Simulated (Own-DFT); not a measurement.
GaAs (zincblende with one plane slipped along a stacking-fault path, atoms displaced) (calculated)

Computed with Own-DFT development build. A calculation, not a measurement: plane-wave PBE density functional theory by an unreviewed code, no spin, of a simulated periodic cell, stress positive in tension, free energy of the whole cell less one offset for each atom, forces on such cells passed a denser k mesh, this cell's mesh not checked; offsets are fitted by least squares, one for each functional and potential file, so energies compare only between cells with the same atoms and settings and are not formation energies; the far tail of each file's local potential was reset to the Coulomb form; each entry is a single point on an unrelaxed cell, so the pressure reflects the starting lattice, mostly measured values (interpolated for alloys), from which strain is counted, and rises with the displacements; printed positions are rounded, which can move forces by about a meV/angstrom; the program, named Own-DFT, is a retired in-house code; no spin-orbit coupling.

Settings shared by all entries: functional PBE; potential files PseudoDojo norm-conserving, scalar-relativistic, standard set; wave cutoff 42 hartree; occupations Fermi-Dirac; smearing width 0.1 eV; k mesh 4 x 4 x 2 centred on Gamma.

(1) GaAs (zincblende with one plane slipped along a stacking-fault path, atoms displaced)

```
CELL_PARAMETERS angstrom
5.65330 -5.65330 0.00000
0.00000 5.65330 -5.65330
11.91900 11.91900 10.08170
ATOMIC_POSITIONS crystal
Ga 0.99928 0.00372 0.99447
As 0.98100 0.97224 0.12374
Ga 0.16799 0.30532 0.16820
As 0.13098 0.25396 0.29067
Ga 0.29060 0.09330 0.33571
As 0.27783 0.07791 0.45691
Ga 0.05954 0.11469 0.50412
As 0.04637 0.07711 0.62937
Ga 0.20054 0.39038 0.66759
As 0.21475 0.39478 0.79043
Ga 0.35798 0.20487 0.82978
As 0.31566 0.16798 0.96017
Ga 0.00113 0.49855 0.00614
As 0.98979 0.47660 0.13133
Ga 0.15492 0.80269 0.16418
As 0.12338 0.76833 0.29188
Ga 0.30344 0.60096 0.32876
As 0.27783 0.56308 0.46648
Ga 0.05295 0.60551 0.50199
As 0.03796 0.58718 0.62448
Ga 0.21193 0.91824 0.66925
As 0.18864 0.87445 0.79118
Ga 0.35170 0.70742 0.83397
As 0.33678 0.68429 0.95564
Ga 0.48831 0.98423 0.00103
As 0.50000 0.97719 0.12286
Ga 0.66587 0.28844 0.16403
As 0.64443 0.27861 0.29087
Ga 0.80675 0.09781 0.33198
As 0.78027 0.06781 0.45827
Ga 0.55576 0.10499 0.50376
As 0.52763 0.08479 0.62520
Ga 0.70030 0.41674 0.66529
As 0.69301 0.37815 0.79252
Ga 0.85452 0.19935 0.83951
As 0.83602 0.17544 0.95720
Ga 0.49500 0.48457 0.00136
As 0.47996 0.47328 0.12304
Ga 0.63644 0.78945 0.17214
As 0.63080 0.77622 0.29128
Ga 0.79083 0.59345 0.34037
As 0.78353 0.56985 0.46060
Ga 0.53969 0.59510 0.49644
As 0.54544 0.58071 0.62332
Ga 0.70046 0.90038 0.67053
As 0.67647 0.87838 0.78832
Ga 0.84544 0.69650 0.83077
As 0.83690 0.67424 0.95510
```

- free energy of cell above offsets: -11.455 eV
- pressure: 5.99 GPa
- stress xx: -6.92 GPa
- stress yy: -7.67 GPa
- stress zz: -3.39 GPa
- stress yz: -1.06 GPa
- stress xz: 0 GPa
- stress xy: 1.45 GPa

Force:
```csv
element,x (eV/Å),y (eV/Å),z (eV/Å)
Ga,-0.609,1.073,1.58
As,-0.009,0.023,-0.132
Ga,-1.42,0.269,0.88
As,0.622,0.548,-1.185
Ga,0.418,-1.173,-0.101
As,0.388,-3.247,0.131
Ga,0.453,3.137,0.162
As,-1.192,0.373,-0.002
Ga,0.222,0.684,-1.317
As,-1.03,0.618,1.012
Ga,0.275,0.418,0.618
As,1.116,-1.982,-0.891
Ga,-0.391,-0.198,-0.476
As,0.398,-1.263,-0.499
Ga,0.244,0.773,-0.343
As,0.318,-0.353,-0.134
Ga,-0.473,0.973,1.21
As,-4.019,-2.48,-0.839
Ga,1.128,2.965,-0.076
As,0.814,-0.075,0.576
Ga,-0.62,-0.351,1.047
As,-0.062,0.585,-0.08
Ga,-0.141,0.002,-0.066
As,0.04,-0.591,1.601
Ga,0.19,0.379,-1.35
As,-0.523,0.279,0.741
Ga,-0.54,1.889,-0.02
As,-0.511,0.134,0.513
Ga,-0.357,1.005,0.106
As,-0.724,-2.743,-0.04
Ga,-0.205,2.486,-0.186
As,1.544,-0.905,-0.123
Ga,0.664,-0.529,0.752
As,-0.106,-0.758,0.096
Ga,-0.646,-1.229,-1.359
As,0.431,1.272,0.645
Ga,-0.313,0.22,-1.217
As,1.57,-0.881,0.017
Ga,-0.096,-1.248,-0.734
As,1.008,-0.201,0.643
Ga,-0.606,-0.541,-0.619
As,-1.44,-1.586,0.099
Ga,4.016,0.799,0.298
As,-0.759,0.883,-0.432
Ga,-1.001,-0.47,-1.124
As,1.76,0.341,0.498
Ga,-0.004,0.438,-0.466
As,0.18,0.24,0.588
```

(2) GaAs (zincblende with one plane slipped along a stacking-fault path, atoms displaced)

```
CELL_PARAMETERS angstrom
5.65330 -5.65330 0.00000
0.00000 5.65330 -5.65330
11.91900 11.91900 10.08170
ATOMIC_POSITIONS crystal
Ga 0.01168 0.00741 0.00443
As 0.99036 0.98092 0.12487
Ga 0.15595 0.28583 0.16642
As 0.13758 0.26291 0.29060
Ga 0.28818 0.10781 0.33623
As 0.27733 0.07095 0.45969
Ga 0.05486 0.12081 0.49729
As 0.04193 0.08550 0.62598
Ga 0.19184 0.40566 0.66837
As 0.19920 0.37143 0.79510
Ga 0.34219 0.19005 0.82762
As 0.33983 0.17358 0.95599
Ga 0.99873 0.48449 0.00234
As 0.97287 0.47377 0.12684
Ga 0.13656 0.78609 0.16405
As 0.14803 0.77793 0.28643
Ga 0.28543 0.59156 0.32772
As 0.29217 0.55921 0.45829
Ga 0.06134 0.60554 0.49840
As 0.02733 0.58421 0.62672
Ga 0.20639 0.90233 0.67218
As 0.17412 0.87068 0.79385
Ga 0.36066 0.71075 0.83051
As 0.33220 0.67691 0.95507
Ga 0.50240 0.00551 0.00268
As 0.47831 0.96960 0.12008
Ga 0.65349 0.30463 0.16420
As 0.65084 0.27900 0.29381
Ga 0.79456 0.09123 0.33342
As 0.78799 0.06141 0.45730
Ga 0.53721 0.08548 0.50408
As 0.55248 0.09023 0.62296
Ga 0.69329 0.40383 0.67194
As 0.69382 0.38438 0.79123
Ga 0.83782 0.19958 0.82990
As 0.82611 0.16528 0.95547
Ga 0.49789 0.51015 0.99982
As 0.48542 0.48198 0.12396
Ga 0.64601 0.79885 0.16671
As 0.63626 0.76931 0.29233
Ga 0.79696 0.59969 0.32648
As 0.78351 0.56212 0.45594
Ga 0.55722 0.59923 0.49990
As 0.53947 0.58622 0.62947
Ga 0.71281 0.89140 0.66244
As 0.69530 0.87144 0.79456
Ga 0.84035 0.68842 0.82949
As 0.84364 0.68221 0.95808
```

- free energy of cell above offsets: -11.980 eV
- pressure: 5.76 GPa
- stress xx: -7.17 GPa
- stress yy: -6.65 GPa
- stress zz: -3.47 GPa
- stress yz: 0.41 GPa
- stress xz: -0.11 GPa
- stress xy: 1.11 GPa

Force:
```csv
element,x (eV/Å),y (eV/Å),z (eV/Å)
Ga,-1.158,-0.574,-0.538
As,-0.454,-0.11,1.122
Ga,0.003,1.206,-0.915
As,-1.099,1.093,-0.829
Ga,1.34,-1.888,0.785
As,-1.183,-2.728,0.011
Ga,3.314,2.284,0.202
As,0.355,-0.86,-0.254
Ga,0.248,0.327,-0.077
As,-1.321,1.183,-0.94
Ga,1.415,0.185,0.368
As,0.227,0.313,-0.548
Ga,-0.627,0.283,-0.652
As,0.722,-1.988,0.272
Ga,0.547,0.156,-0.895
As,-0.168,1.311,-0.135
Ga,1.022,-0.257,0.537
As,-3.123,-1.241,-0.275
Ga,1.276,2.237,0.049
As,0.219,-0.574,-0.124
Ga,-0.382,-0.394,-0.98
As,0.369,-0.966,0.2
Ga,-0.353,0.107,0.625
As,0.393,0.4,0.054
Ga,-1.17,-0.813,-0.285
As,1.152,1.027,0.725
Ga,-0.833,0.845,1.198
As,-1.624,0.021,0.282
Ga,0.372,-0.172,-0.049
As,-3.949,0.205,0.234
Ga,1.558,0.039,-0.539
As,0.478,0.586,1.47
Ga,-0.526,-0.676,-0.748
As,-0.984,-0.118,1.4
Ga,1.212,-0.668,0.185
As,0.821,-0.232,-0.061
Ga,-0.177,-0.837,-0.141
As,0.185,-0.432,0.316
Ga,0.112,0.293,-0.384
As,-0.845,0.323,-0.354
Ga,1.361,-0.062,0.208
As,-1.167,-2.757,-0.222
Ga,2.802,2.033,0.282
As,-1.617,-1.136,0.848
Ga,0.8,1.996,-0.829
As,-1.063,-0.06,-1.257
Ga,1.524,1.293,0.191
As,-0.002,-0.202,0.472
```

(3) GaAs (zincblende with one plane slipped along a stacking-fault path, atoms displaced)

```
CELL_PARAMETERS angstrom
5.65330 -5.65330 0.00000
0.00000 5.65330 -5.65330
11.91900 11.91900 10.08170
ATOMIC_POSITIONS crystal
Ga 0.98705 0.98920 0.99927
As 0.99430 0.96521 0.12439
Ga 0.14224 0.28580 0.16516
As 0.13548 0.26525 0.29502
Ga 0.30218 0.10224 0.33165
As 0.29241 0.08549 0.46020
Ga 0.04948 0.11083 0.49867
As 0.02920 0.09087 0.62521
Ga 0.21295 0.41183 0.66772
As 0.21598 0.40429 0.78986
Ga 0.35990 0.20683 0.83150
As 0.33690 0.16491 0.95482
Ga 0.01052 0.51369 0.00180
As 0.98593 0.45883 0.13049
Ga 0.14723 0.80664 0.16908
As 0.14167 0.77902 0.29144
Ga 0.29036 0.58103 0.34000
As 0.29651 0.56056 0.46217
Ga 0.06933 0.61528 0.49564
As 0.03808 0.57993 0.62347
Ga 0.20472 0.91225 0.66524
As 0.19893 0.88651 0.78794
Ga 0.33882 0.70308 0.83308
As 0.31404 0.66904 0.95713
Ga 0.50097 0.98581 0.00052
As 0.48417 0.96992 0.12931
Ga 0.62474 0.28156 0.16750
As 0.63237 0.27123 0.29264
Ga 0.80274 0.10398 0.33153
As 0.78626 0.06145 0.45753
Ga 0.54445 0.11025 0.49918
As 0.53437 0.07305 0.62470
Ga 0.69792 0.40765 0.66678
As 0.68653 0.36870 0.79267
Ga 0.85761 0.20681 0.83666
As 0.83370 0.17854 0.95705
Ga 0.50722 0.50709 0.99258
As 0.47688 0.45782 0.12861
Ga 0.65301 0.80443 0.16724
As 0.65533 0.76958 0.29208
Ga 0.80248 0.60832 0.32832
As 0.77959 0.57589 0.45820
Ga 0.54951 0.61019 0.50250
As 0.55484 0.57875 0.62640
Ga 0.71012 0.93201 0.66692
As 0.67579 0.87867 0.79279
Ga 0.82866 0.68182 0.83255
As 0.82920 0.65961 0.95608
```

- free energy of cell above offsets: -10.793 eV
- pressure: 6.17 GPa
- stress xx: -8.39 GPa
- stress yy: -6.87 GPa
- stress zz: -3.26 GPa
- stress yz: 0.14 GPa
- stress xz: -0.71 GPa
- stress xy: 2.96 GPa

Force:
```csv
element,x (eV/Å),y (eV/Å),z (eV/Å)
Ga,0.114,-0.49,-0.565
As,-1.262,0.835,-0.564
Ga,0.705,0.182,0.434
As,-0.608,-0.241,-0.886
Ga,0.44,0.322,0.845
As,-4.035,-1.198,-0.519
Ga,3.183,1.46,0.318
As,1.031,-1.141,-0.262
Ga,-0.317,0.001,-0.609
As,-1.063,-0.162,1.825
Ga,-0.461,0.45,0.361
As,0.247,0.717,0.228
Ga,-0.889,1.051,2.184
As,-0.897,0.95,-1.007
Ga,0.26,-1.414,1.261
As,0.543,-0.21,0.763
Ga,0.152,-0.593,-1.314
As,-5.285,-0.393,0.072
Ga,0.349,3.034,0.031
As,0.315,-0.065,-0.187
Ga,-0.873,0.169,0.244
As,-0.943,1.112,0.558
Ga,0.692,0.408,-0.658
As,1.648,-1.696,-0.835
Ga,-0.072,0.76,-0.301
As,-0.872,-0.896,-0.04
Ga,1.382,-0.33,-0.456
As,0.302,-0.298,-0.469
Ga,-0.132,0.04,0.795
As,-4.054,0.19,-0.059
Ga,4.614,-0.546,0.213
As,-0.268,0.552,-1.16
Ga,0.774,-1.164,0.853
As,-0.027,-0.758,-0.422
Ga,-0.14,-1.112,-0.48
As,0.991,0.31,0.492
Ga,-0.742,1.054,1.698
As,-0.416,0.018,-1.867
Ga,0.056,-0.516,0.847
As,-1.956,2.168,-1.109
Ga,1.438,-0.803,1.719
As,-0.555,-3.252,-0.201
Ga,5.462,0.523,0.207
As,-0.712,1.628,-1.196
Ga,-0.185,-0.338,1.742
As,0.713,-0.405,-0.102
Ga,0.554,-0.057,-1.497
As,0.8,0.143,-0.926
```

(4) GaAs (zincblende with one plane slipped along a stacking-fault path, atoms displaced)

```
CELL_PARAMETERS angstrom
5.65330 -5.65330 0.00000
0.00000 5.65330 -5.65330
11.91900 11.91900 10.08170
ATOMIC_POSITIONS crystal
Ga 0.00902 0.00842 0.99499
As 0.98820 0.97507 0.12650
Ga 0.14970 0.29595 0.16434
As 0.13075 0.26837 0.29084
Ga 0.30118 0.09571 0.33574
As 0.29376 0.08863 0.45546
Ga 0.04469 0.10809 0.50168
As 0.04501 0.08949 0.62499
Ga 0.20203 0.40994 0.66471
As 0.17690 0.38412 0.79296
Ga 0.36410 0.21096 0.82982
As 0.33742 0.17354 0.95924
Ga 0.99049 0.49546 0.00743
As 0.00412 0.48494 0.12801
Ga 0.14894 0.79731 0.16186
As 0.15873 0.78049 0.28876
Ga 0.29351 0.58616 0.33684
As 0.27894 0.56753 0.45732
Ga 0.07081 0.62287 0.49596
As 0.05832 0.59347 0.62776
Ga 0.20380 0.91367 0.67348
As 0.18503 0.87852 0.79127
Ga 0.35496 0.70659 0.83226
As 0.33048 0.67873 0.96056
Ga 0.49936 0.99714 0.99856
As 0.48288 0.97782 0.12435
Ga 0.64292 0.29116 0.16750
As 0.62799 0.27021 0.29195
Ga 0.80268 0.10089 0.33885
As 0.78468 0.07138 0.45998
Ga 0.54417 0.09236 0.49882
As 0.54445 0.08411 0.62017
Ga 0.70764 0.39763 0.66674
As 0.67958 0.38483 0.78809
Ga 0.86102 0.21069 0.83559
As 0.84120 0.16524 0.95661
Ga 0.50707 0.49783 0.00207
As 0.49925 0.47875 0.12684
Ga 0.65397 0.80080 0.16976
As 0.63399 0.77312 0.29421
Ga 0.77641 0.57421 0.33771
As 0.78795 0.56923 0.45495
Ga 0.53957 0.59589 0.50323
As 0.53644 0.57870 0.63071
Ga 0.68573 0.89221 0.66909
As 0.69943 0.89073 0.79505
Ga 0.85171 0.69800 0.83516
As 0.82917 0.66206 0.96009
```

- free energy of cell above offsets: -12.037 eV
- pressure: 5.81 GPa
- stress xx: -7.06 GPa
- stress yy: -6.97 GPa
- stress zz: -3.4 GPa
- stress yz: -0.42 GPa
- stress xz: -0.12 GPa
- stress xy: 0.97 GPa

Force:
```csv
element,x (eV/Å),y (eV/Å),z (eV/Å)
Ga,0.116,0.123,1.546
As,-0.727,-0.516,-0.413
Ga,0.832,-0.032,-0.022
As,0.293,-0.275,0.084
Ga,-0.988,-0.157,-0.292
As,-1.977,-0.063,-0.096
Ga,3.247,0.229,0.336
As,-0.381,0.248,0.876
Ga,0.398,0.343,0.731
As,0.804,-1.558,-0.51
Ga,-0.941,1.427,0.873
As,0.202,-0.695,-0.868
Ga,-0.338,-1.098,-0.231
As,-1.217,0.142,1.299
Ga,1.02,1.022,-0.174
As,-1.032,0.746,0.853
Ga,-0.406,-0.57,-0.859
As,-0.745,-3.486,0.247
Ga,0.548,4.695,0.294
As,-1.265,0.383,-0.653
Ga,-0.655,-1.014,-1.102
As,1.068,0.589,0.439
Ga,0.379,0.429,0.106
As,-0.224,-0.828,0.548
Ga,0.436,0.124,-0.067
As,0.309,-0.971,0.114
Ga,0.739,-0.185,-0.406
As,0.282,-0.853,0.374
Ga,-0.873,-0.325,-0.289
As,-2.386,-1.59,-0.205
Ga,1.498,1.741,0.343
As,0.203,0.73,0.995
Ga,-0.055,-0.249,-0.892
As,1.396,-0.962,0.227
Ga,-1.111,0.833,-0.146
As,0.064,1.516,-0.412
Ga,-0.896,0.914,0.041
As,-0.493,0.328,0.032
Ga,-0.306,0.391,-0.149
As,0.272,-0.058,0.248
Ga,0.225,-0.736,-2.135
As,-0.733,0.204,0.924
Ga,2.71,0.316,0.211
As,-0.168,-1.242,0.018
Ga,0.965,0.183,-1.025
As,-0.537,-0.356,0.324
Ga,-0.177,0.355,-0.192
As,0.625,-0.192,-0.945
```
